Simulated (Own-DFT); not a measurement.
Simulation results for Si3N4 (beta silicon nitride, strained, atoms displaced)

All values are calculated (Own-DFT development build). A calculation, not a measurement: plane-wave PBE density functional theory by an unreviewed code, no spin, of a simulated periodic cell, stress positive in tension, free energy of the whole cell less one offset for each atom, forces on such cells moved up to 12 meV/angstrom on a denser k mesh; offsets are fitted by least squares, one for each functional and potential file, so energies compare only between cells with the same atoms and settings and are not formation energies; the far tail of each file's local potential was reset to the Coulomb form; each entry is a single point on an unrelaxed cell, so the pressure reflects the starting lattice, mostly measured values (interpolated for alloys), from which strain is counted, and rises with the displacements; printed positions are rounded, which can move forces by about a meV/angstrom; the program, named Own-DFT, is a retired in-house code; no spin-orbit coupling; before rounding, a Quantum ESPRESSO 7.3.1 run of the same cell and cutoff gave forces within 1 meV/angstrom rms on each cell, which checks the program and not the settings.

Settings shared by all entries: functional PBE; potential files PseudoDojo norm-conserving, scalar-relativistic, standard set; wave cutoff 42 hartree; occupations Fermi-Dirac; smearing width 0.1 eV; k mesh 2 x 2 x 4 centred on Gamma.

(1) Si3N4 (beta silicon nitride, strained, atoms displaced)

```
CELL_PARAMETERS angstrom
14.92350 0.30130 -0.26240
-7.20080 12.94210 0.37730
-0.10040 0.10870 5.85420
ATOMIC_POSITIONS crystal
Si 0.08441 0.38671 0.12621
Si 0.11865 0.19749 0.13954
Si 0.29843 0.41439 0.13444
Si 0.40841 0.11173 0.38924
Si 0.38564 0.29963 0.37348
Si 0.19906 0.09189 0.37671
N 0.17006 0.01759 0.13675
N 0.48245 0.14592 0.12229
N 0.34971 0.33079 0.13270
N 0.33933 0.48295 0.38373
N 0.01467 0.35278 0.36851
N 0.15140 0.17003 0.36136
N 0.16395 0.33093 0.13959
N 0.33559 0.16431 0.37355
Si 0.09052 0.38296 0.64090
Si 0.11581 0.19947 0.63538
Si 0.30189 0.41661 0.62099
Si 0.41290 0.10481 0.87850
Si 0.39260 0.30273 0.89580
Si 0.20284 0.08638 0.86925
N 0.16964 0.01320 0.62667
N 0.48610 0.15648 0.62620
N 0.35055 0.33695 0.63514
N 0.32972 0.48388 0.87367
N 0.01607 0.34763 0.88225
N 0.14902 0.16815 0.87953
N 0.17107 0.33597 0.60777
N 0.32950 0.16738 0.86500
Si 0.09275 0.88314 0.12918
Si 0.11296 0.70021 0.11000
Si 0.29869 0.91343 0.10173
Si 0.41562 0.61712 0.38221
Si 0.38422 0.80587 0.35779
Si 0.20033 0.58408 0.37359
N 0.16239 0.51442 0.11490
N 0.48264 0.64601 0.12219
N 0.34178 0.82270 0.12533
N 0.33471 0.98747 0.37313
N 0.01450 0.85355 0.37301
N 0.14809 0.66542 0.37730
N 0.16506 0.82990 0.13747
N 0.33483 0.67290 0.39908
Si 0.09044 0.89055 0.64378
Si 0.11230 0.70239 0.62343
Si 0.29386 0.91773 0.62725
Si 0.41451 0.61634 0.87515
Si 0.38454 0.79682 0.87825
Si 0.20132 0.58645 0.87058
N 0.16395 0.51665 0.63493
N 0.48217 0.65141 0.64351
N 0.35683 0.84368 0.63548
N 0.33034 0.98027 0.86407
N 0.01354 0.84888 0.87472
N 0.14758 0.66859 0.86729
N 0.16316 0.82993 0.63052
N 0.33606 0.67133 0.86095
Si 0.59050 0.38807 0.11611
Si 0.62403 0.20389 0.13432
Si 0.80055 0.41827 0.11357
Si 0.90947 0.11088 0.37595
Si 0.88284 0.28935 0.37788
Si 0.70177 0.08681 0.36087
N 0.66231 0.01342 0.12602
N 0.98377 0.14794 0.10424
N 0.84757 0.33089 0.13487
N 0.83383 0.48324 0.37841
N 0.51295 0.35255 0.38661
N 0.65429 0.17158 0.37198
N 0.66997 0.33693 0.13431
N 0.83413 0.16528 0.37030
Si 0.58420 0.38442 0.62580
Si 0.61396 0.20809 0.62053
Si 0.79110 0.40631 0.63182
Si 0.91304 0.11365 0.86645
Si 0.88064 0.28896 0.88513
Si 0.70928 0.08603 0.86612
N 0.66898 0.00902 0.61852
N 0.98800 0.15492 0.61563
N 0.85668 0.33947 0.63281
N 0.82759 0.47952 0.88247
N 0.51557 0.34852 0.89407
N 0.64946 0.16954 0.87253
N 0.66844 0.33696 0.62175
N 0.82552 0.16263 0.88334
Si 0.58454 0.87923 0.11639
Si 0.61417 0.70290 0.13162
Si 0.80051 0.91562 0.12350
Si 0.90814 0.61183 0.37061
Si 0.88360 0.80283 0.37155
Si 0.69838 0.58158 0.37657
N 0.67236 0.51364 0.12489
N 0.98290 0.64812 0.11245
N 0.85766 0.83382 0.12617
N 0.83216 0.98363 0.38477
N 0.51524 0.85592 0.36055
N 0.65463 0.67221 0.37511
N 0.67344 0.83798 0.13031
N 0.83332 0.66389 0.36674
Si 0.58604 0.88299 0.62181
Si 0.61790 0.70050 0.63024
Si 0.80056 0.91784 0.62421
Si 0.91504 0.61709 0.88053
Si 0.88015 0.79422 0.86512
Si 0.70131 0.59271 0.87395
N 0.66700 0.51995 0.64083
N 0.98643 0.64950 0.62811
N 0.84705 0.83535 0.61774
N 0.84043 0.98358 0.86204
N 0.51364 0.84960 0.87714
N 0.64932 0.66467 0.86768
N 0.66328 0.83512 0.63482
N 0.83453 0.66698 0.87498
```

- free energy of cell above offsets: -3.315 eV
- pressure: 13.74 GPa
- stress xx: -16.77 GPa
- stress yy: -12.98 GPa
- stress zz: -11.46 GPa
- stress yz: 6.73 GPa
- stress xz: -9.01 GPa
- stress xy: 7.07 GPa

Force:
| element | x (eV/Å) | y (eV/Å) | z (eV/Å) |
| --- | --- | --- | --- |
| Si | 1.218 | -1.429 | 0.975 |
| Si | -7.422 | 4.512 | -9.992 |
| Si | -1.962 | -1.269 | -1.075 |
| Si | 3.2 | 1.439 | -2.842 |
| Si | 0.653 | -2.232 | 4.551 |
| Si | 5.604 | -2.386 | -0.637 |
| N | -0.564 | -0.671 | -1.339 |
| N | 1.515 | 0.09 | 1.607 |
| N | -1.813 | 1.637 | -1.829 |
| N | -0.028 | 3.142 | -3.317 |
| N | 0.005 | -0.15 | 2.358 |
| N | 2.671 | -2.03 | 10.75 |
| N | 1.509 | 0.73 | -0.691 |
| N | -4.957 | 2.162 | 0.356 |
| Si | -2.005 | 0.421 | -2.063 |
| Si | -1.274 | 3.717 | -3.106 |
| Si | -2.065 | -1.771 | 3.405 |
| Si | -1.647 | 4.688 | -0.145 |
| Si | -2.985 | -3.511 | -2.669 |
| Si | 0.889 | 0.748 | 1.872 |
| N | -0.663 | 3.197 | 0.373 |
| N | -0.31 | -1.522 | 0.413 |
| N | 2.603 | -1.238 | -0.553 |
| N | 0.776 | 0.797 | 0.578 |
| N | -1.391 | -0.932 | -0.904 |
| N | 1.869 | -1.794 | 1.447 |
| N | 0.758 | -1.379 | 0.98 |
| N | 2.419 | -0.247 | 0.475 |
| Si | -5.065 | 1.367 | 1.031 |
| Si | 0.148 | -0.134 | 2.121 |
| Si | -1.701 | -2.274 | 5.673 |
| Si | -1.721 | 0.229 | 0.262 |
| Si | 3.13 | -2.221 | 8.375 |
| Si | 0.705 | 1.493 | 0.24 |
| N | 0.382 | 1.257 | 2.191 |
| N | 1.382 | 0.767 | 1.762 |
| N | -3.419 | 2.864 | -5.57 |
| N | 0.153 | -2.994 | -1.411 |
| N | 0.896 | 0.782 | 1.39 |
| N | -0.275 | -0.253 | -0.876 |
| N | 3.406 | 0.703 | -1.087 |
| N | 0.381 | -2.071 | -1.62 |
| Si | -1.631 | -4.118 | -2.989 |
| Si | 0.315 | 0.019 | -2.463 |
| Si | 0.479 | -3.922 | -3.377 |
| Si | -2.541 | -1.63 | 0.807 |
| Si | -0.069 | 0.123 | -0.763 |
| Si | 1.012 | 2.166 | -0.125 |
| N | 0.184 | -1.394 | -1.218 |
| N | 3.551 | 0.684 | -3.687 |
| N | -0.896 | 0.442 | -2.751 |
| N | 0.076 | 2.063 | 0.215 |
| N | 0.097 | 0.775 | 0.94 |
| N | 2.356 | -1.338 | 1.84 |
| N | 0.723 | 2.832 | 0.066 |
| N | -1.009 | -2.709 | 1.231 |
| Si | 0.739 | -0.82 | 4.002 |
| Si | -4.8 | 1.64 | -5.565 |
| Si | -0.351 | -3.621 | 6.722 |
| Si | 2.407 | 1.648 | -2.092 |
| Si | -0.302 | 4.609 | 1.466 |
| Si | 0.788 | -1.033 | 1.667 |
| N | 0.522 | 0.33 | -1.368 |
| N | 0.673 | -0.517 | 3.504 |
| N | 0.125 | -0.315 | -2.022 |
| N | 0.039 | -0.723 | -0.67 |
| N | 1.325 | 1.101 | -2.007 |
| N | 1.765 | -1.612 | 4.886 |
| N | 0.374 | -1.249 | -0.415 |
| N | -1.375 | -2.375 | 0.37 |
| Si | 0.095 | 1.233 | 1.644 |
| Si | 1.393 | -1.006 | 0.322 |
| Si | 2.228 | 3.384 | -0.627 |
| Si | 0.232 | 0.782 | -0.563 |
| Si | -0.29 | 3.892 | 0.476 |
| Si | -6.106 | -3.238 | -0.014 |
| N | -0.507 | 3.299 | 0.497 |
| N | -1.003 | -1.394 | 0.294 |
| N | 0.629 | -2.022 | -0.769 |
| N | 0.625 | 4.294 | -5.755 |
| N | 0.925 | 0.978 | -3.249 |
| N | 1.933 | -1.275 | 0.124 |
| N | -2.356 | -1.175 | 0.032 |
| N | 5.512 | 0.934 | -0.595 |
| Si | -0.041 | 2.277 | 1.344 |
| Si | -0.24 | 1.197 | -2.311 |
| Si | 0.875 | -0.593 | 0.293 |
| Si | 2.954 | 0.328 | 0.808 |
| Si | 4.095 | -3.243 | 3.068 |
| Si | 2.497 | 1.645 | -0.311 |
| N | -1.672 | 1.931 | 0.424 |
| N | 1.153 | 0.254 | 3.311 |
| N | -4.452 | 2.195 | -4.497 |
| N | 0.589 | 0.884 | -4.059 |
| N | -0.026 | -0.451 | 1.108 |
| N | 0.418 | -1.507 | 1.405 |
| N | -0.519 | -1.898 | -0.428 |
| N | -3.689 | 1.645 | 0.615 |
| Si | -3.136 | 0.077 | -0.239 |
| Si | -3.626 | 2.653 | -2.947 |
| Si | -2.967 | -3.231 | 1.152 |
| Si | -0.513 | -2.158 | -3.682 |
| Si | 2.06 | 1.026 | 1.736 |
| Si | 5.424 | -2.585 | 1.146 |
| N | -0.801 | -2.261 | -1.346 |
| N | -2.345 | -1.47 | -0.708 |
| N | 0.549 | -0.737 | -0.176 |
| N | -0.408 | 0.851 | 1.803 |
| N | 0.518 | 0.249 | -1.048 |
| N | -1.89 | 1.634 | 4.736 |
| N | 4.403 | -2.046 | -0.36 |
| N | -2.105 | -0.647 | -0.312 |

(2) Si3N4 (beta silicon nitride, strained, atoms displaced)

```
CELL_PARAMETERS angstrom
15.35070 -0.22330 0.24560
-7.86880 13.44830 0.06470
0.09390 0.08280 5.78700
ATOMIC_POSITIONS crystal
Si 0.09197 0.38719 0.13443
Si 0.11500 0.20365 0.11693
Si 0.30044 0.41217 0.13749
Si 0.42031 0.11949 0.37046
Si 0.38543 0.29416 0.37018
Si 0.20544 0.08189 0.37549
N 0.16863 0.01723 0.12600
N 0.48399 0.15085 0.12730
N 0.34701 0.32938 0.12972
N 0.33375 0.48244 0.37047
N 0.01690 0.34786 0.35268
N 0.15113 0.16389 0.36799
N 0.16577 0.33222 0.13449
N 0.33217 0.16624 0.38455
Si 0.09246 0.38811 0.62663
Si 0.11561 0.20055 0.65262
Si 0.29860 0.41243 0.63243
Si 0.41883 0.11780 0.88184
Si 0.38449 0.30216 0.87305
Si 0.20146 0.08366 0.87016
N 0.16301 0.01712 0.62185
N 0.48634 0.15371 0.62723
N 0.34988 0.33675 0.62255
N 0.32838 0.47777 0.86965
N 0.01567 0.34526 0.88647
N 0.15204 0.16697 0.85665
N 0.17251 0.33880 0.61538
N 0.32948 0.16140 0.86574
Si 0.07987 0.87783 0.12108
Si 0.11957 0.70177 0.12805
Si 0.30154 0.91294 0.12104
Si 0.41043 0.61372 0.38073
Si 0.38722 0.80266 0.38211
Si 0.20480 0.59013 0.36040
N 0.17156 0.51660 0.12389
N 0.48523 0.65197 0.12474
N 0.35042 0.83202 0.11830
N 0.33818 0.98958 0.36579
N 0.01855 0.84840 0.35833
N 0.15615 0.66795 0.37784
N 0.16044 0.83687 0.13180
N 0.32995 0.66221 0.38170
Si 0.08968 0.87891 0.63328
Si 0.11841 0.69989 0.62767
Si 0.30220 0.91716 0.61962
Si 0.41856 0.61837 0.87956
Si 0.38456 0.79895 0.88622
Si 0.20303 0.58569 0.87146
N 0.16358 0.50939 0.62032
N 0.48217 0.65159 0.62658
N 0.34444 0.83341 0.61227
N 0.34123 0.98654 0.86593
N 0.01516 0.84621 0.87448
N 0.14897 0.67052 0.89060
N 0.16048 0.82799 0.62649
N 0.33749 0.67042 0.86738
Si 0.58817 0.38444 0.12362
Si 0.61116 0.19574 0.13102
Si 0.80472 0.41671 0.12670
Si 0.91071 0.11637 0.38751
Si 0.89091 0.29994 0.36215
Si 0.69968 0.08256 0.37187
N 0.66144 0.01470 0.12037
N 0.98465 0.14949 0.10947
N 0.84449 0.33765 0.12334
N 0.83449 0.48402 0.38240
N 0.50551 0.34171 0.37469
N 0.64757 0.16417 0.37295
N 0.66554 0.33343 0.11446
N 0.83529 0.16398 0.37350
Si 0.58374 0.38328 0.62074
Si 0.61724 0.20355 0.62764
Si 0.79375 0.41448 0.61554
Si 0.91986 0.11609 0.86029
Si 0.88985 0.30034 0.86684
Si 0.70101 0.08353 0.87262
N 0.66591 0.01770 0.61739
N 0.99229 0.15874 0.63589
N 0.84515 0.32556 0.60901
N 0.83773 0.48415 0.87177
N 0.51599 0.34920 0.86564
N 0.65382 0.16615 0.85999
N 0.66528 0.33828 0.62072
N 0.82803 0.16637 0.87694
Si 0.59215 0.88643 0.12067
Si 0.60924 0.69759 0.12230
Si 0.80224 0.91052 0.13072
Si 0.91417 0.61377 0.37606
Si 0.88485 0.80230 0.38251
Si 0.69905 0.58427 0.37996
N 0.66029 0.51262 0.14256
N 0.98262 0.65191 0.13857
N 0.85030 0.83824 0.13106
N 0.84246 0.98890 0.37380
N 0.52035 0.85155 0.36313
N 0.64589 0.66733 0.37354
N 0.66924 0.83423 0.11259
N 0.83361 0.66714 0.37741
Si 0.58850 0.88833 0.62079
Si 0.61249 0.70389 0.62247
Si 0.80108 0.91416 0.62767
Si 0.91323 0.61449 0.86502
Si 0.87845 0.79753 0.86958
Si 0.70118 0.58622 0.87784
N 0.66720 0.51855 0.63756
N 0.98551 0.65363 0.62756
N 0.85102 0.84153 0.61238
N 0.83156 0.98697 0.88442
N 0.50934 0.84326 0.87144
N 0.65157 0.66186 0.86875
N 0.66570 0.82638 0.63044
N 0.82863 0.66557 0.89278
```

- free energy of cell above offsets: -6.413 eV
- pressure: 4.87 GPa
- stress xx: -3.13 GPa
- stress yy: 0.62 GPa
- stress zz: -12.09 GPa
- stress yz: 5.05 GPa
- stress xz: 6.18 GPa
- stress xy: -4.7 GPa

Force:
| element | x (eV/Å) | y (eV/Å) | z (eV/Å) |
| --- | --- | --- | --- |
| Si | 2.764 | -0.493 | -4.687 |
| Si | 1.318 | -0.542 | 2.12 |
| Si | -0.98 | -2.113 | -2.082 |
| Si | -4.557 | -0.311 | 3.902 |
| Si | -4.596 | -2.003 | 1.324 |
| Si | -2.519 | 2.848 | -1.929 |
| N | -0.633 | -2.589 | -0.933 |
| N | 1.888 | 0.64 | -2.315 |
| N | -0.514 | 1.386 | -0.382 |
| N | 0.693 | 2.27 | 1.466 |
| N | -1.212 | -0.05 | 6.074 |
| N | -0.568 | -0.094 | 0.798 |
| N | 0.677 | 0.784 | -0.524 |
| N | 2.574 | -0.319 | -0.647 |
| Si | 0.259 | -4.43 | -0.376 |
| Si | -0.408 | 4.081 | -10.03 |
| Si | 0.48 | -0.999 | -1.888 |
| Si | -4.16 | -0.19 | -1.415 |
| Si | 0.639 | -2.841 | -0.685 |
| Si | -0.323 | 1.176 | 0.474 |
| N | 0.254 | -3.968 | 1.705 |
| N | 1.138 | 0.116 | -1.15 |
| N | 0.841 | -0.093 | 0.07 |
| N | 1.116 | 4.071 | 2.859 |
| N | 0.918 | 1.52 | -1.047 |
| N | 3.619 | -2.273 | 6.834 |
| N | -1.989 | -2.488 | 0.874 |
| N | 2.046 | 2.502 | 0.712 |
| Si | 2.365 | 3.772 | -2.553 |
| Si | -4.778 | 3.166 | 3.194 |
| Si | -2.697 | -0.067 | 0.093 |
| Si | -0.893 | -0.414 | -0.062 |
| Si | 1.539 | -2.693 | -2.048 |
| Si | 0.084 | -1.51 | 1.898 |
| N | -0.875 | -0.181 | -0.305 |
| N | -1.456 | -0.836 | 0.174 |
| N | -2.1 | 1.658 | 3.528 |
| N | 0.701 | -1.115 | 0.104 |
| N | -3.968 | -1.284 | 6.759 |
| N | -0.294 | -0.564 | -0.441 |
| N | 5.618 | -1.878 | -0.399 |
| N | 1.576 | 2.954 | -0.248 |
| Si | -1.993 | 2.134 | -3.004 |
| Si | -1.955 | 1.697 | 0.412 |
| Si | -1.88 | -0.965 | -0.104 |
| Si | -3.497 | -2.088 | 0.121 |
| Si | 0.285 | -2.35 | -4.285 |
| Si | 0.629 | 1.11 | -0.939 |
| N | -0.777 | 4.975 | 0.119 |
| N | 0.973 | 0.082 | -1.439 |
| N | 0.596 | 0.432 | 2.909 |
| N | 0.483 | -0.442 | 0.755 |
| N | -2.917 | -0.796 | -0.158 |
| N | 3.927 | -3.123 | -4.319 |
| N | 4.08 | 0.743 | 0.003 |
| N | -0.989 | -1.143 | 0.474 |
| Si | 0.009 | -1.417 | -0.366 |
| Si | 1.518 | 3.477 | -2.493 |
| Si | -3.485 | -0.811 | -0.07 |
| Si | 2.403 | 1.117 | -2.432 |
| Si | -2.467 | -1.835 | -0.171 |
| Si | 0.368 | 3.64 | -1.804 |
| N | -0.189 | -0.596 | 0.752 |
| N | -0.079 | -0.071 | 1.846 |
| N | 4.542 | -2.186 | -0.298 |
| N | 0.374 | 2.069 | -2.837 |
| N | 5.379 | 2.95 | 0.18 |
| N | 1.208 | -1.304 | 0.285 |
| N | 0.755 | -0.515 | 0.687 |
| N | -2.091 | 1.057 | -0.16 |
| Si | 0.892 | 0.824 | -1.446 |
| Si | -0.417 | 1.709 | -0.877 |
| Si | 1.851 | -2.685 | 3.311 |
| Si | -5.1 | -0.58 | 5.473 |
| Si | -2.753 | -1.97 | 0.238 |
| Si | 0.069 | 2.838 | -1.036 |
| N | -0.215 | -2.607 | 1.855 |
| N | -1.248 | -0.577 | -4.773 |
| N | -0.784 | 2.231 | 1.456 |
| N | 0.014 | 0.819 | -0.822 |
| N | -1.355 | -0.271 | 3.006 |
| N | -0.928 | -0.832 | 2.522 |
| N | 0.516 | -1.956 | -0.222 |
| N | 2.821 | 0.476 | -0.28 |
| Si | 0.759 | -1.275 | -2.173 |
| Si | 3.13 | 2.432 | -0.444 |
| Si | -3.165 | 2.202 | -0.13 |
| Si | -3.015 | 0.815 | 2.131 |
| Si | 3.034 | -2.704 | -2.708 |
| Si | 0.205 | 2.682 | 0.32 |
| N | -0.129 | 0.153 | -1.636 |
| N | 2.669 | 0.215 | -4.165 |
| N | 2.123 | -1.379 | -0.858 |
| N | -0.426 | -1.689 | 0.874 |
| N | -1.944 | -0.623 | 2.705 |
| N | 1.502 | -1.541 | -0.365 |
| N | -0.285 | -0.646 | 0.623 |
| N | -0.608 | 0.419 | 0.5 |
| Si | 1.342 | -2.194 | 0.04 |
| Si | 1.629 | -1.748 | 0.381 |
| Si | -2.785 | 0.931 | 0.616 |
| Si | -2.047 | 0.547 | 3.924 |
| Si | 1.8 | -0.995 | 0.989 |
| Si | 0.023 | -0.157 | 1.386 |
| N | -0.496 | -2.618 | -1.518 |
| N | 1.679 | -0.077 | -2.074 |
| N | 1.4 | -0.858 | 3.17 |
| N | 0.943 | -0.788 | -1.99 |
| N | 2.727 | 2.367 | 0.349 |
| N | -2.557 | 1.174 | 0.414 |
| N | -1.389 | 4.509 | -0.286 |
| N | 1.727 | 0.984 | -0.96 |
